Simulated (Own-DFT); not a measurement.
# Strain and stress in 4H SiC, 32 atoms (C16Si16)

Calculated results; nothing here was measured. The program, named Own-DFT, is a retired in-house plane-wave density functional code that no person has reviewed. Each row is one single-point run on a periodic cell that was not relaxed, without spin or spin-orbit coupling.

Settings of every run: PBE; PseudoDojo norm-conserving scalar-relativistic files; cutoff 42 hartree; 5 x 5 x 3 k mesh centred on Gamma; Fermi-Dirac smearing of 0.1 eV.

Known limits: forces on such cells passed a denser k mesh, each cell not checked; stress not checked against mesh or cutoff.

Unstrained cell vectors in Å: (6.165, 0.000, 0.000); (-3.083, 5.339, 0.000); (0.000, 0.000, 10.068). The unstrained cell has measured lattice constants (interpolated for alloys), not those of this functional. That, the random moves and any unrelaxed bonds set the pressure at no strain. Each run strains this cell uniformly, with the atoms carried along. Every atom was also moved at random, by a Gaussian of width 0.05 Å on each axis. Strain is the symmetric tensor, in per cent. Stress is positive in tension, and the pressure is minus a third of its trace.

```
run,e_xx (%),e_yy (%),e_zz (%),e_yz (%),e_xz (%),e_xy (%),s_xx (GPa),s_yy (GPa),s_zz (GPa),s_yz (GPa),s_xz (GPa),s_xy (GPa),P (GPa),E (meV/atom)
1,-0.34,-0.91,1.24,-0.81,2.00,1.14,-9.72,-8.31,0.76,-1.12,8.41,5.90,5.76,31.3
2,-1.41,-0.47,0.56,1.97,-1.80,-1.23,-13.21,-8.57,-3.93,5.85,-6.10,-7.95,8.57,37.1
3,1.92,1.68,-0.29,-0.82,-0.12,0.90,6.20,3.89,-7.53,-2.53,-0.40,3.81,-0.85,32.6
4,-1.39,-0.45,0.54,-0.75,1.84,-0.44,-11.73,-7.68,-3.36,-1.03,7.49,-3.07,7.59,0.0
5,-0.02,-1.93,-0.65,-0.16,0.25,-1.10,-6.15,-16.17,-11.42,-0.79,-0.26,-3.85,11.25,29.6
6,0.98,-1.79,1.48,1.85,-0.03,-0.26,-0.35,-12.49,0.50,5.79,0.43,-1.00,4.11,19.3
7,-1.11,-1.66,-0.96,-0.31,-0.79,0.51,-14.71,-16.36,-12.21,0.34,-1.76,3.12,14.43,42.5
8,-1.99,-0.47,1.72,-1.20,0.69,-0.77,-15.29,-7.62,0.30,-4.98,3.03,-2.37,7.54,45.9
9,-0.90,1.67,0.06,0.08,1.47,1.41,-8.53,3.84,-6.91,1.73,5.24,5.96,3.87,31.5
10,-0.22,-1.80,-0.48,-1.37,-1.51,-0.29,-8.38,-13.46,-12.26,-5.44,-4.39,-1.09,11.36,38.8
11,-1.77,-1.12,1.16,-1.52,-1.56,-1.30,-16.58,-14.37,0.12,-5.72,-7.44,-7.63,10.28,42.6
12,1.26,0.90,-0.58,-0.27,0.50,1.54,0.63,2.76,-8.25,-0.21,2.29,7.79,1.62,15.5
13,-0.30,1.15,-1.40,1.88,1.94,-1.07,-5.15,1.12,-17.85,6.57,7.11,-5.36,7.29,43.7
14,1.09,1.89,1.02,-1.56,-1.37,0.86,0.15,5.98,1.92,-4.21,-4.49,2.45,-2.69,37.3
15,-0.93,-0.95,-0.90,1.17,-1.87,1.84,-12.58,-9.84,-13.45,4.50,-5.58,8.30,11.96,38.6
16,1.56,0.69,1.54,-0.54,-1.07,-1.01,?,?,?,?,?,?,?,?
```

E is the free energy for each atom above the lowest run shown.

## Worked fit

Each stress component was fitted by least squares to a constant and the strains of the runs shown, as fractions, with shears doubled. Shear strains stay in the fit of a normal stress only where such slopes are resolved. The slopes, in GPa:

| stress | at no strain | per e_xx | per e_yy | per e_zz | scatter |
|---|---|---|---|---|---|
| s_xx | -5.7 | 521 ± 34 | 81 ± 29 | 16 ± 37 | 1.37 |
| s_yy | -4.7 | 89 ± 35 | 533 ± 30 | 29 ± 38 | 1.42 |
| s_zz | -7.0 | 51 ± 38 | 35 ± 33 | 619 ± 42 | 1.56 |

Each shear stress against twice its own strain: yz 164 ± 8, xz 184 ± 9, xy 244 ± 12 GPa. These are stiffnesses along x, y and z of the frame in which the cell vectors are given, which need not be the crystal's axes. The atoms are held to the strained lattice; where symmetry lets them move under strain, relaxing them would lower some slopes. The table should be nearly symmetric about its diagonal, and what it lacks of that shows the noise. A ninth of its sum, 219 ± 6 GPa, estimates the bulk modulus near the mean pressure of these runs, 6.8 GPa, so it lies above the value at zero pressure.

## Withheld run

Question: what normal stresses and pressure should run 16 give?

The fit gives s_xx = 3.2, s_yy = 0.8, s_zz = 3.6 and P = -2.5 GPa. The calculation gave 5.12, 0.40, 0.37 and P = -1.96 GPa.
